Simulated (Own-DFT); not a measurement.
# Computed records: Si3N4 (beta silicon nitride, atoms displaced)

All values are calculated (Own-DFT development build). A calculation, not a measurement: plane-wave PBEsol density functional theory by an unreviewed code, no spin, of a simulated periodic cell, stress positive in tension, free energy of the whole cell less one offset for each atom, forces on such cells passed a denser k mesh, this cell's mesh not checked; offsets are fitted by least squares, one for each functional and potential file, so energies compare only between cells with the same atoms and settings and are not formation energies; the far tail of each file's local potential was reset to the Coulomb form; each entry is a single point on an unrelaxed cell, so the pressure reflects the starting lattice, mostly measured values (interpolated for alloys), from which strain is counted, and rises with the displacements; printed positions are rounded, which can move forces by about a meV/angstrom; the program, named Own-DFT, is a retired in-house code; no spin-orbit coupling.

Settings shared by all entries: functional PBEsol; potential files PseudoDojo norm-conserving, scalar-relativistic, made for PBE, standard set; wave cutoff 42 hartree; occupations Fermi-Dirac; smearing width 0.1 eV; k mesh 3 x 3 x 3 centred on Gamma.

(1) 
```xyz
42
Lattice="7.6060 0.0000 0.0000 -3.8030 6.5870 0.0000 0.0000 0.0000 8.7270" Properties=species:S:1:pos:R:3:force_x:R:1:force_y:R:1:force_z:R:1 formula=Si3N4 free_energy_of_cell_above_offsets=6.022 pressure=11.45 stress_xx=-10.67 stress_yy=-4.1 stress_zz=-19.57 stress_yz=-0.86 stress_xz=-7.07 stress_xy=-2.07
Si    -1.6998     5.0459     0.5377      7.413       3.91       12.4
Si     0.2380     2.8289     0.6292     -1.236     -6.288      5.033
Si     1.3752     5.3107     0.7086      2.226       7.08      0.296
Si     5.3771     1.5261     2.0934      0.205     -0.333      3.667
Si     3.5671     4.1068     2.1839      2.556     -5.475      4.859
Si     2.5048     1.0990     2.0910      0.155      3.932     -0.187
N      2.4850     0.2193     0.7046     -1.032     -3.775     -3.089
N      6.1507     1.9641     0.6902      2.916      2.096     -0.634
N      2.8709     4.4864     0.8005     -2.483      1.102     -3.698
N      1.1918     6.4135     2.1571      2.021     -2.789      -0.17
N     -2.4228     4.6121     2.1255      1.344       1.07     -0.822
N      1.0292     1.9703     1.9796     -1.871      3.293      1.438
N      0.0973     4.4070     0.7983     -6.278      0.149      -0.75
N      3.8464     2.1373     2.2760     -1.574      3.928     -1.287
Si    -1.5238     5.1237     3.5362     -2.858      1.249      1.011
Si     0.2217     2.6170     3.7626     -0.719      0.861     -5.216
Si     1.4109     5.3543     3.6711      -0.05      3.192     -0.433
Si     5.4975     1.5548     5.1651     -1.918      0.164     -3.534
Si     3.6525     3.8302     5.0949      -0.67      1.841      1.994
Si     2.4115     1.0190     5.0843      1.157      4.972     -1.637
N      2.3828     0.3992     3.5404     -0.243      -7.07      2.846
N      6.2684     1.9737     3.6032     -0.453     -0.194      0.365
N      2.9045     4.4587     3.7820     -3.065      1.479     -4.494
N      1.5234     6.4360     5.0633     -0.226     -1.148        1.5
N     -2.4503     4.5546     5.0688      2.878      2.238     -0.084
N      0.9625     1.9826     5.0498      0.255      0.626      4.584
N     -0.0430     4.4588     3.7364      3.021     -2.792     -0.458
N      3.8914     2.2725     4.9396      -0.58     -6.085      1.984
Si    -1.6928     5.0280     6.5436      3.692      1.678      -2.52
Si     0.0918     2.6232     6.7421      -0.32      4.877     -11.41
Si     1.4622     5.4562     6.5706      0.145     -2.025     -5.404
Si     5.3539     1.5522     8.0271      -3.37     -2.446      0.982
Si     3.5086     3.9196     8.0282      1.604     -1.578      0.477
Si     2.3580     1.1452     8.0004     -1.512      0.848      1.491
N      2.3532     0.3322     6.5743     -0.336     -5.022     -0.259
N      6.1603     2.0706     6.6803     -1.239      -0.17     -1.992
N      2.8609     4.3713     6.5740     -1.302      0.932     -0.733
N      1.3703     6.3346     7.8644      0.494      3.412       6.33
N     -2.4390     4.7359     8.0295     -6.403     -3.922     -8.316
N      0.8558     2.2505     7.9639      7.332     -4.149      5.383
N      0.0926     4.4496     6.4380     -3.404     -2.212      1.423
N      3.6333     2.1725     8.1357      3.731      2.546     -0.929
```

Units: free_energy_of_cell_above_offsets in eV; pressure, stress_xx, stress_yy, stress_zz, stress_yz, stress_xz, stress_xy in GPa; force_x, force_y, force_z in eV/Å.

(2) 
```xyz
42
Lattice="7.6060 0.0000 0.0000 -3.8030 6.5870 0.0000 0.0000 0.0000 8.7270" Properties=species:S:1:pos:R:3:force_x:R:1:force_y:R:1:force_z:R:1 formula=Si3N4 free_energy_of_cell_above_offsets=10.297 pressure=12.02 stress_xx=-13.7 stress_yy=-8.25 stress_zz=-14.13 stress_yz=0.82 stress_xz=-0.93 stress_xy=-8.05
Si    -1.6030     5.0733     0.7437      1.325     -1.191     -0.924
Si     0.2700     2.7051     0.7627      1.896     -2.535      0.815
Si     1.3690     5.6175     0.6010      0.269     -6.844      2.058
Si     5.3822     1.3799     2.0797     -1.107       2.73      3.329
Si     3.5031     4.1576     2.2990      3.846     -5.501     -11.91
Si     2.4795     1.0896     2.1309      0.398      9.967      9.777
N      2.3765     0.2437     0.9277     -0.156     -7.718     -11.84
N      6.3077     1.9567     0.7524     -0.563     -0.188     -0.259
N      2.6561     4.2782     0.6394     -0.647      2.881      3.896
N      1.3923     6.1594     2.1808       0.98      4.761      0.096
N     -2.5045     4.7601     2.1250       0.11     -0.113      1.331
N      1.1565     2.1906     2.1284     -2.722      1.127      1.096
N      0.0923     4.3256     0.7932     -3.648       4.86     -1.203
N      3.7880     2.2444     2.3016      2.729     -0.649     -1.627
Si    -1.5779     5.1471     3.5293     -1.437      2.177      2.316
Si     0.0600     2.8325     3.6599      10.15     -4.372     -0.699
Si     1.2144     5.4106     3.7104       6.74      5.476      1.057
Si     5.3917     1.6768     5.0325      0.274       2.15     -0.191
Si     3.5749     3.9379     4.9582     -0.537     -4.246      5.858
Si     2.3796     1.2137     5.1831       0.86      1.245      -4.14
N      2.5381     0.3918     3.6442      -0.46     -5.685      1.209
N      6.3662     2.0569     3.5227     -8.991      -4.16      -0.05
N      2.8214     4.2465     3.6115     -9.348      4.615       5.48
N      5.3387     0.0738     5.1128     -0.848     -10.02     -1.064
N     -2.5892     4.6410     4.9589      6.321      2.683      1.487
N      0.9815     2.0810     5.0108     -2.923      3.222      1.874
N      0.0347     4.4251     3.5232     -5.617      0.291      0.863
N      3.7631     2.2041     5.1950      1.584      2.198     -0.425
Si    -1.6647     5.1547     6.6759      1.247     -0.746     -3.655
Si     0.0660     2.6445     6.6423      10.33      3.554     -2.506
Si     1.4663     5.2869     6.5099      1.623      7.624      0.039
Si     5.4291     1.7040     8.0628     -0.652     -3.159     -2.877
Si     3.3838     3.8966     7.9758       4.71     -3.686      2.793
Si     2.3521     1.1325     8.1202      2.196      0.303     -1.976
N      2.5032     0.2652     6.4837     -1.387     -3.504      5.339
N      6.3756     1.8988     6.5229     -9.192     -2.209      0.626
N      2.7680     4.2905     6.5876     -0.283      1.073      -6.05
N      1.4571     6.3774     7.9248      0.198      3.216     -1.564
N     -2.5324     4.5334     8.0217      1.717      1.315      0.354
N      0.9891     2.1027     7.9868     -0.557      0.498      0.894
N      0.1545     4.4271     6.6007     -7.386     -3.109     -0.362
N      3.7980     2.1180     7.9846     -1.041      1.667      0.732
```

Units: free_energy_of_cell_above_offsets in eV; pressure, stress_xx, stress_yy, stress_zz, stress_yz, stress_xz, stress_xy in GPa; force_x, force_y, force_z in eV/Å.
